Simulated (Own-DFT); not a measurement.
# Around an empty site: hexagonal WC, 63 atoms (C31W32), with one C vacancy

These are calculations, not measurements. The program, named Own-DFT, is a retired in-house plane-wave density functional code that no person has reviewed. Each row is one single-point run on a periodic cell that was not relaxed, without spin or spin-orbit coupling.

Settings of every run: PBE; PseudoDojo norm-conserving scalar-relativistic files; cutoff 50 hartree; 4 x 4 x 4 k mesh centred on Gamma; cold (Marzari-Vanderbilt) smearing of 0.2 eV.

Known limits: forces on such cells moved up to 12 meV/angstrom on a denser k mesh; stress not checked against mesh or cutoff.

Cell vectors in Å: (5.833, -5.052, -2.839); (0.000, -5.052, 8.518); (-5.833, -5.052, -2.839). Every atom was also moved at random, by a Gaussian of width 0.03 Å on each axis. The defect's site can differ from row to row. The empty site has 6 nearest neighbours, all W. For each, d is its distance from the empty site and R the part of its force along the line away from it, positive outwards. The last column is the rms force component on atoms over 4.5 Å away.

| run | d1 (Å) | d2 (Å) | d3 (Å) | d4 (Å) | d5 (Å) | d6 (Å) | R1 (eV/Å) | R2 (eV/Å) | R3 (eV/Å) | R4 (eV/Å) | R5 (eV/Å) | R6 (eV/Å) | far F (eV/Å) |
|---|---|---|---|---|---|---|---|---|---|---|---|---|---|
| 1 | 2.178 | 2.198 | 2.199 | 2.216 | 2.225 | 2.265 | 1.16 | 0.29 | 0.09 | 0.07 | 0.12 | -1.09 | 0.85 |
| 2 | 2.153 | 2.162 | 2.181 | 2.182 | 2.214 | 2.220 | 1.64 | 1.74 | 0.99 | 1.32 | 0.90 | 0.36 | 0.88 |
| 3 | 2.200 | 2.201 | 2.230 | 2.235 | 2.253 | 2.258 | 0.75 | 0.16 | -0.18 | -0.99 | -1.04 | -1.53 | 0.92 |
| 4 | 2.167 | 2.177 | 2.197 | 2.204 | 2.211 | 2.262 | 1.19 | 1.06 | 0.39 | 0.78 | 0.15 | -1.06 | 0.75 |
| 5 | 2.161 | 2.195 | 2.198 | 2.202 | 2.203 | 2.237 | 0.99 | 0.65 | 0.75 | 0.95 | 0.86 | -0.71 | 0.81 |
| 6 | 2.167 | 2.182 | 2.188 | 2.242 | 2.257 | 2.289 | 1.00 | 0.12 | 0.68 | -0.43 | -1.40 | -1.50 | 0.86 |
| 7 | 2.137 | 2.192 | 2.199 | 2.205 | 2.233 | 2.236 | 1.67 | 0.88 | 0.28 | 0.50 | -0.07 | 0.02 | 0.89 |
| 8 | 2.182 | 2.191 | 2.193 | 2.207 | 2.222 | 2.222 | 0.63 | 0.95 | 0.87 | 0.35 | 0.27 | 0.38 | 0.86 |
| 9 | 2.174 | 2.190 | 2.196 | 2.197 | 2.197 | 2.219 | ? | ? | ? | ? | ? | ? | ? |

## Worked fit

A straight line through the 48 neighbours shown gives R = 0.33 - 24.0 (d - 2.207) eV/Å, with a scatter of 0.34 left by the moves of the other atoms. The slope, with an error of 1.5, is the pull back towards the neighbour's own site. The constant, 0.33 ± 0.05 eV/Å, is the force at the mean distance: with one bond gone, the neighbours are pushed outwards, away from the empty site. It shows how a relaxation would start, not where it would end, and it depends somewhat on the width of the random moves.

## Withheld run

Question: what mean R should the neighbours of run 9 feel? Their mean d is 2.195 Å.

The line gives 0.61 ± 0.19 eV/Å, by the scatter of the means of the runs shown. The calculation gave R = 0.54, 0.78, 0.84, 0.75, 1.21, 0.10, a mean of 0.70 eV/Å.
